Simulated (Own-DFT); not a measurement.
GaN (wurtzite, strained, atoms displaced), GaP (zincblende, strained, atoms displaced) (calculated)

All values are calculated (Own-DFT development build). A calculation, not a measurement: plane-wave PBE density functional theory by an unreviewed code, no spin, of a simulated periodic cell, stress positive in tension, free energy of the whole cell less one offset for each atom, forces on such cells passed a denser k mesh, this cell's mesh not checked; offsets are fitted by least squares, one for each functional and potential file, so energies compare only between cells with the same atoms and settings and are not formation energies; the far tail of each file's local potential was reset to the Coulomb form; each entry is a single point on an unrelaxed cell, so the pressure reflects the starting lattice, mostly measured values (interpolated for alloys), from which strain is counted, and rises with the displacements; printed positions are rounded, which can move forces by about a meV/angstrom; the program, named Own-DFT, is a retired in-house code; no spin-orbit coupling.

Common to all runs: functional PBE.

(1) GaN (wurtzite, strained, atoms displaced)

```cif
# cell vector a (Å): 12.7560 0.0000 0.0000
# cell vector b (Å): -4.7835 8.2853 0.0000
# cell vector c (Å): 0.0000 0.0000 10.6811
data_GaN
_symmetry_space_group_name_H-M 'P 1'
_symmetry_Int_Tables_number 1
_cell_length_a 12.7560
_cell_length_b 9.5670
_cell_length_c 10.6811
_cell_angle_alpha 90.000
_cell_angle_beta 90.000
_cell_angle_gamma 120.000
_cell_volume 1128.86
loop_
_atom_site_label
_atom_site_type_symbol
_atom_site_fract_x
_atom_site_fract_y
_atom_site_fract_z
_atom_site_occupancy
Ga1 Ga 0.08442 0.22114 0.00123 1
Ga2 Ga 0.17147 0.11548 0.26071 1
N1 N 0.08045 0.21279 0.18860 1
N2 N 0.16537 0.10354 0.44026 1
Ga3 Ga 0.08012 0.22875 0.50791 1
Ga4 Ga 0.16555 0.10791 0.74796 1
N3 N 0.07844 0.21269 0.69617 1
N4 N 0.17212 0.11586 0.94330 1
Ga5 Ga 0.08120 0.54925 0.00596 1
Ga6 Ga 0.16320 0.44171 0.25114 1
N5 N 0.08293 0.55152 0.19159 1
N6 N 0.16333 0.44103 0.43672 1
Ga7 Ga 0.08760 0.55765 0.50042 1
Ga8 Ga 0.16352 0.43444 0.76097 1
N7 N 0.08299 0.55929 0.67751 1
N8 N 0.16764 0.43507 0.94012 1
Ga9 Ga 0.08070 0.88016 0.00065 1
Ga10 Ga 0.17105 0.78141 0.25406 1
N9 N 0.08404 0.89502 0.19284 1
N10 N 0.16455 0.77677 0.43630 1
Ga11 Ga 0.09273 0.89490 0.49510 1
Ga12 Ga 0.17233 0.77981 0.75091 1
N11 N 0.07470 0.88483 0.69397 1
N12 N 0.17518 0.78544 0.93188 1
Ga13 Ga 0.33663 0.22360 0.99796 1
Ga14 Ga 0.41751 0.11682 0.24832 1
N13 N 0.32777 0.21362 0.18616 1
N14 N 0.41570 0.10843 0.43800 1
Ga15 Ga 0.33979 0.22871 0.49685 1
Ga16 Ga 0.42468 0.11815 0.74325 1
N15 N 0.32920 0.21242 0.68364 1
N16 N 0.41244 0.10136 0.93960 1
Ga17 Ga 0.33584 0.55948 0.00146 1
Ga18 Ga 0.41850 0.44616 0.24756 1
N17 N 0.33795 0.55946 0.19070 1
N18 N 0.41381 0.44386 0.43181 1
Ga19 Ga 0.33072 0.55145 0.49770 1
Ga20 Ga 0.41267 0.44003 0.75259 1
N19 N 0.33190 0.55775 0.69502 1
N20 N 0.41354 0.44038 0.94201 1
Ga21 Ga 0.33779 0.89108 0.00042 1
Ga22 Ga 0.41527 0.75808 0.25129 1
N21 N 0.33280 0.88423 0.18874 1
N22 N 0.41805 0.77436 0.44167 1
Ga23 Ga 0.33297 0.89571 0.49265 1
Ga24 Ga 0.41313 0.76499 0.74871 1
N23 N 0.32951 0.88770 0.69501 1
N24 N 0.40691 0.76415 0.93767 1
Ga25 Ga 0.57984 0.21781 0.00242 1
Ga26 Ga 0.67280 0.11685 0.24994 1
N25 N 0.57619 0.22643 0.19019 1
N26 N 0.65873 0.11899 0.43339 1
Ga27 Ga 0.58191 0.22303 0.50482 1
Ga28 Ga 0.66778 0.10901 0.74788 1
N27 N 0.58217 0.22343 0.68253 1
N28 N 0.66187 0.10053 0.93694 1
Ga29 Ga 0.57718 0.55619 0.00815 1
Ga30 Ga 0.67362 0.44347 0.25521 1
N29 N 0.57763 0.55763 0.18582 1
N30 N 0.66430 0.43536 0.43837 1
Ga31 Ga 0.57937 0.55860 0.49782 1
Ga32 Ga 0.66411 0.44328 0.75133 1
N31 N 0.58807 0.55991 0.68744 1
N32 N 0.66305 0.44567 0.93649 1
Ga33 Ga 0.58541 0.89318 0.00006 1
Ga34 Ga 0.66121 0.77822 0.24750 1
N33 N 0.58148 0.88692 0.19093 1
N34 N 0.66889 0.79249 0.44919 1
Ga35 Ga 0.59266 0.90659 0.49810 1
Ga36 Ga 0.66993 0.78143 0.75790 1
N35 N 0.57927 0.87841 0.68417 1
N36 N 0.66952 0.78351 0.93668 1
Ga37 Ga 0.83365 0.21722 0.00229 1
Ga38 Ga 0.91261 0.10871 0.25039 1
N37 N 0.83382 0.21381 0.19001 1
N38 N 0.92140 0.12067 0.43305 1
Ga39 Ga 0.83743 0.22354 0.49883 1
Ga40 Ga 0.92743 0.11543 0.75191 1
N39 N 0.83852 0.21659 0.68204 1
N40 N 0.91156 0.11128 0.93677 1
Ga41 Ga 0.83849 0.55583 0.00973 1
Ga42 Ga 0.91039 0.44439 0.24973 1
N41 N 0.83150 0.56238 0.19460 1
N42 N 0.90979 0.44251 0.42794 1
Ga43 Ga 0.84102 0.56142 0.49110 1
Ga44 Ga 0.91051 0.43905 0.75341 1
N43 N 0.83550 0.56639 0.68777 1
N44 N 0.91340 0.44478 0.94181 1
Ga45 Ga 0.82651 0.88398 0.99249 1
Ga46 Ga 0.91544 0.78631 0.25496 1
N45 N 0.82578 0.88878 0.18742 1
N46 N 0.91576 0.78991 0.44713 1
Ga47 Ga 0.84357 0.89559 0.50470 1
Ga48 Ga 0.92263 0.79309 0.75236 1
N47 N 0.83779 0.89112 0.68650 1
N48 N 0.91615 0.77368 0.93837 1
```

```
potential files                   : PseudoDojo norm-conserving, scalar-relativistic, standard set with the stringent files for Ga
wave cutoff                       : 96 hartree
occupations                       : Gaussian
smearing width                    : 0.01 eV
k mesh                            : 3 x 4 x 3 centred on Gamma
free energy of cell above offsets : -4.637 eV
pressure                          : 1.73 GPa
stress xx                         : -4.65 GPa
stress yy                         : -4.86 GPa
stress zz                         : 4.32 GPa
stress yz                         : 0.59 GPa
stress xz                         : 1.03 GPa
stress xy                         : 0 GPa
```

Force:
| element | x (eV/Å) | y (eV/Å) | z (eV/Å) |
| --- | --- | --- | --- |
| Ga | 0.132 | -1.217 | 0.749 |
| Ga | -0.87 | -0.533 | -1.221 |
| N | -0.203 | 0.989 | 0.148 |
| N | -0.288 | 2.622 | 0.376 |
| Ga | 1.101 | -0.919 | -0.455 |
| Ga | 0.759 | -0.644 | 1.12 |
| N | 2.041 | 2.222 | -1.751 |
| N | -0.77 | -1.049 | -1.099 |
| Ga | 0.532 | 0.972 | -0.655 |
| Ga | 0.676 | -0.762 | -0.234 |
| N | -0.854 | 0.416 | -0.386 |
| N | 0.474 | 0.309 | 0.08 |
| Ga | -1.011 | -0.221 | -0.449 |
| Ga | -0.442 | 1.269 | -1.304 |
| N | 0.316 | -1.03 | 2.081 |
| N | -0.994 | 1.099 | 0.457 |
| Ga | 0.488 | 1.343 | 0.319 |
| Ga | -0.681 | -0.177 | -0.937 |
| N | 0.163 | -1.064 | -0.226 |
| N | 0.624 | -0.231 | -0.014 |
| Ga | -1.596 | -1.402 | 1.826 |
| Ga | -1.796 | -0.584 | -0.072 |
| N | 3.033 | 1.267 | -1.562 |
| N | -0.951 | -1.64 | 1.322 |
| Ga | -0.186 | -1.009 | 0.687 |
| Ga | -0.295 | -1.546 | 0.506 |
| N | 0.432 | 1.499 | 0.169 |
| N | -0.171 | 1.173 | -0.513 |
| Ga | -0.678 | -0.971 | 0.402 |
| Ga | -1.337 | -1.804 | 1.309 |
| N | 0.129 | 1.363 | 0.085 |
| N | 0.545 | 1.859 | -0.912 |
| Ga | -0.169 | -1.496 | 0.628 |
| Ga | -0.402 | -1.334 | 0.026 |
| N | -0.961 | -3.117 | -1.272 |
| N | 0.266 | 0.149 | 0.367 |
| Ga | -0.093 | 0.74 | 0.853 |
| Ga | 0.743 | 0.3 | -0.222 |
| N | -0.015 | -2.83 | -1.404 |
| N | 0.149 | 0.725 | -0.65 |
| Ga | -0.437 | -1.114 | 0.597 |
| Ga | -1.024 | 4.073 | 1.34 |
| N | 0.619 | 0.332 | 0.1 |
| N | -0.493 | 0.354 | -0.449 |
| Ga | 1.02 | -1.622 | 1.369 |
| Ga | -0.529 | 2.561 | 0.504 |
| N | 1.813 | 0.859 | -1.71 |
| N | 1.279 | 2.073 | -0.383 |
| Ga | -0.155 | 0.635 | -0.267 |
| Ga | -1.824 | -0.942 | 0.146 |
| N | 2.335 | 0.127 | -0.801 |
| N | 2.239 | -0.061 | 0.091 |
| Ga | -0.439 | 0.147 | -0.791 |
| Ga | 0.007 | -0.643 | -0.147 |
| N | 1.357 | 0.137 | 0.869 |
| N | 0.017 | 2.077 | -0.311 |
| Ga | 1.094 | -0.07 | -1.39 |
| Ga | -2.298 | -0.259 | 0.111 |
| N | 1.479 | 0.002 | 0.834 |
| N | -0.53 | 1.904 | -0.186 |
| Ga | 1.073 | 0.682 | 0.551 |
| Ga | 0.754 | 1.052 | -0.136 |
| N | -1.225 | -0.616 | 0.053 |
| N | 0.519 | -0.246 | 0.899 |
| Ga | -0.751 | -1.75 | 0.593 |
| Ga | 0.853 | 0.015 | 1.322 |
| N | -0.524 | 0.877 | -0.831 |
| N | 1.433 | -1.235 | -1.699 |
| Ga | -1.185 | -1.403 | 0.631 |
| Ga | 0.015 | -0.271 | -1.828 |
| N | -0.011 | 1.33 | 0.694 |
| N | -1.344 | -1.328 | 0.332 |
| Ga | -0.977 | 0.31 | 0.021 |
| Ga | 1.59 | -0.402 | 0.105 |
| N | -1.256 | 1.703 | -0.967 |
| N | -0.084 | -0.788 | 0.671 |
| Ga | -1.218 | 0.2 | -0.244 |
| Ga | -3.188 | -1.906 | 0.831 |
| N | -0.978 | 0.451 | 0.722 |
| N | 1.449 | -0.245 | -0.149 |
| Ga | -1.962 | 0.185 | -0.999 |
| Ga | 1.266 | -0.14 | -0.303 |
| N | 0.987 | 0.039 | -0.757 |
| N | 1.546 | 0.108 | 0.949 |
| Ga | -1.595 | 0.065 | 1.954 |
| Ga | 0.027 | 1.232 | -1.004 |
| N | 0.315 | -1.243 | -0.151 |
| N | 0.971 | -0.795 | -0.09 |
| Ga | 1.842 | 0.784 | 1.48 |
| Ga | 0.162 | 0.586 | 0.014 |
| N | 0.732 | -0.22 | -0.389 |
| N | 2.732 | -1.575 | -2.11 |
| Ga | -2.935 | 0.757 | 0.458 |
| Ga | -0.902 | -2.654 | 0.472 |
| N | -1.038 | 0.741 | 0.834 |
| N | -0.467 | 0.393 | 0.369 |

(2) GaP (zincblende, strained, atoms displaced)

```cif
# cell vector a (Å): 10.8620 0.0000 0.0000
# cell vector b (Å): 0.0000 10.8620 0.0000
# cell vector c (Å): 0.0000 0.0000 10.9439
data_GaP
_symmetry_space_group_name_H-M 'P 1'
_symmetry_Int_Tables_number 1
_cell_length_a 10.8620
_cell_length_b 10.8620
_cell_length_c 10.9439
_cell_angle_alpha 90.000
_cell_angle_beta 90.000
_cell_angle_gamma 90.000
_cell_volume 1291.19
loop_
_atom_site_label
_atom_site_type_symbol
_atom_site_fract_x
_atom_site_fract_y
_atom_site_fract_z
_atom_site_occupancy
Ga1 Ga 0.00139 0.00160 0.99948 1
Ga2 Ga 0.99716 0.25470 0.25430 1
Ga3 Ga 0.24759 0.99738 0.24870 1
Ga4 Ga 0.24480 0.24720 0.99997 1
P1 P 0.12751 0.12681 0.12738 1
P2 P 0.12931 0.37557 0.37520 1
P3 P 0.37441 0.12059 0.37538 1
P4 P 0.37398 0.38002 0.12485 1
Ga5 Ga 0.00040 0.99902 0.50146 1
Ga6 Ga 0.00515 0.25114 0.75297 1
Ga7 Ga 0.24863 0.99795 0.75141 1
Ga8 Ga 0.24561 0.25025 0.49563 1
P5 P 0.12303 0.12402 0.61991 1
P6 P 0.12375 0.37198 0.87155 1
P7 P 0.37883 0.12673 0.87419 1
P8 P 0.37715 0.37825 0.62619 1
Ga9 Ga 0.99688 0.50174 0.00160 1
Ga10 Ga 0.00740 0.75231 0.24759 1
Ga11 Ga 0.24613 0.49933 0.24990 1
Ga12 Ga 0.24793 0.74657 0.00318 1
P9 P 0.12580 0.62383 0.12983 1
P10 P 0.12610 0.86980 0.37692 1
P11 P 0.37240 0.62422 0.37514 1
P12 P 0.37737 0.87535 0.12161 1
Ga13 Ga 0.99313 0.49857 0.49842 1
Ga14 Ga 0.00088 0.75157 0.74884 1
Ga15 Ga 0.24948 0.50117 0.74791 1
Ga16 Ga 0.25352 0.75159 0.49610 1
P13 P 0.12401 0.62627 0.62519 1
P14 P 0.12488 0.87275 0.87671 1
P15 P 0.37754 0.62920 0.87218 1
P16 P 0.37280 0.87487 0.62521 1
Ga17 Ga 0.50006 0.99997 0.99423 1
Ga18 Ga 0.50170 0.24988 0.24690 1
Ga19 Ga 0.74833 0.99839 0.24900 1
Ga20 Ga 0.74713 0.25190 0.99889 1
P17 P 0.62858 0.12384 0.12269 1
P18 P 0.62140 0.37317 0.37508 1
P19 P 0.87431 0.12548 0.37654 1
P20 P 0.87318 0.37463 0.12349 1
Ga21 Ga 0.50249 0.00417 0.50371 1
Ga22 Ga 0.49871 0.24741 0.75073 1
Ga23 Ga 0.74901 0.99936 0.75181 1
Ga24 Ga 0.75124 0.24986 0.49873 1
P21 P 0.63028 0.12802 0.62258 1
P22 P 0.62172 0.37456 0.87489 1
P23 P 0.87408 0.12523 0.87642 1
P24 P 0.87341 0.37204 0.62017 1
Ga25 Ga 0.49839 0.50146 0.99740 1
Ga26 Ga 0.49665 0.74784 0.24754 1
Ga27 Ga 0.75157 0.50183 0.25030 1
Ga28 Ga 0.74724 0.75203 0.99607 1
P25 P 0.63228 0.62590 0.12973 1
P26 P 0.62381 0.87625 0.37227 1
P27 P 0.87263 0.62597 0.37451 1
P28 P 0.87705 0.87252 0.12823 1
Ga29 Ga 0.49892 0.50259 0.50821 1
Ga30 Ga 0.49645 0.75214 0.75102 1
Ga31 Ga 0.75270 0.49531 0.74706 1
Ga32 Ga 0.75080 0.74614 0.49567 1
P29 P 0.62384 0.62219 0.62519 1
P30 P 0.62350 0.87369 0.87591 1
P31 P 0.87381 0.62293 0.87187 1
P32 P 0.87483 0.87275 0.62894 1
```

```
potential files                   : PseudoDojo norm-conserving, scalar-relativistic, standard set
wave cutoff                       : 42 hartree
occupations                       : Fermi-Dirac
smearing width                    : 0.1 eV
k mesh                            : 3 x 3 x 3 centred on Gamma
free energy of cell above offsets : -35.153 eV
pressure                          : 3.11 GPa
stress xx                         : -3.26 GPa
stress yy                         : -3.33 GPa
stress zz                         : -2.73 GPa
stress yz                         : 0.31 GPa
stress xz                         : -0.17 GPa
stress xy                         : 0.08 GPa
```

Force:
| element | x (eV/Å) | y (eV/Å) | z (eV/Å) |
| --- | --- | --- | --- |
| Ga | -0.118 | -0.12 | 0.362 |
| Ga | 0.235 | -0.315 | -0.306 |
| Ga | 0.36 | -0.124 | 0.16 |
| Ga | 0.752 | 0.461 | -0.043 |
| P | -0.724 | -0.157 | 0.137 |
| P | -1.013 | 0.319 | 0.002 |
| P | 0.029 | 0.482 | -0.243 |
| P | -0.127 | -0.583 | -0.252 |
| Ga | -0.375 | -0.329 | -0.231 |
| Ga | -0.894 | -0.589 | -0.808 |
| Ga | 0.033 | 0.323 | -0.114 |
| Ga | 0.938 | -0.204 | 0.516 |
| P | 0.37 | 0.146 | 0.775 |
| P | 0.402 | 0.909 | 0.759 |
| P | -0.897 | -0.296 | 0.053 |
| P | -0.649 | -0.835 | -0.048 |
| Ga | 0.256 | -0.167 | -0.227 |
| Ga | -0.825 | -0.306 | 0.459 |
| Ga | 0.642 | 0.017 | 0.183 |
| Ga | 0.375 | 0.21 | -0.238 |
| P | -0.221 | -0.186 | -0.756 |
| P | -0.149 | 0.833 | -0.135 |
| P | 0.388 | -0.235 | -0.072 |
| P | -0.372 | -0.012 | 0.086 |
| Ga | 0.693 | 0.285 | 0.049 |
| Ga | 0.012 | -0.329 | 0.254 |
| Ga | 0.056 | 0.058 | 0.194 |
| Ga | -0.207 | -0.423 | 0.586 |
| P | 0.007 | -0.115 | -0.472 |
| P | -0.029 | 0.127 | 0.087 |
| P | -0.712 | -0.54 | 0.481 |
| P | 0.351 | 0.273 | -0.103 |
| Ga | 0.152 | 0.136 | 0.592 |
| Ga | -0.375 | -0.209 | 0.083 |
| Ga | 0.358 | 0.118 | 0.103 |
| Ga | 0.164 | -0.098 | -0.069 |
| P | -0.489 | -0.046 | -0.048 |
| P | 0.274 | 0.475 | 0.151 |
| P | 0.107 | -0.36 | -0.277 |
| P | 0.083 | 0.091 | 0.242 |
| Ga | -0.086 | -0.439 | -0.221 |
| Ga | 0.372 | 0.377 | -0.483 |
| Ga | 0.098 | 0.061 | -0.114 |
| Ga | -0.257 | 0.157 | -0.427 |
| P | -0.42 | -0.249 | 0.639 |
| P | 0.274 | 0.083 | -0.192 |
| P | 0.137 | 0.164 | -0.174 |
| P | 0.443 | -0.122 | 0.693 |
| Ga | 0.371 | 0.346 | 0.418 |
| Ga | 0.318 | 0.085 | 0.193 |
| Ga | -0.129 | -0.627 | 0.318 |
| Ga | 0.586 | -0.377 | 0.516 |
| P | -0.959 | 0.045 | -0.858 |
| P | -0.21 | -0.254 | 0.44 |
| P | 0.815 | -0.037 | -0.468 |
| P | -0.075 | 0.3 | -0.628 |
| Ga | 0.003 | -0.247 | -1.098 |
| Ga | 0.511 | -0.015 | -0.53 |
| Ga | -0.387 | 0.078 | 0.116 |
| Ga | -0.461 | 0.57 | 0.542 |
| P | 0.419 | 0.723 | 0.396 |
| P | -0.004 | 0.218 | -0.475 |
| P | 0.063 | 0.304 | 0.141 |
| P | -0.281 | 0.171 | -0.62 |
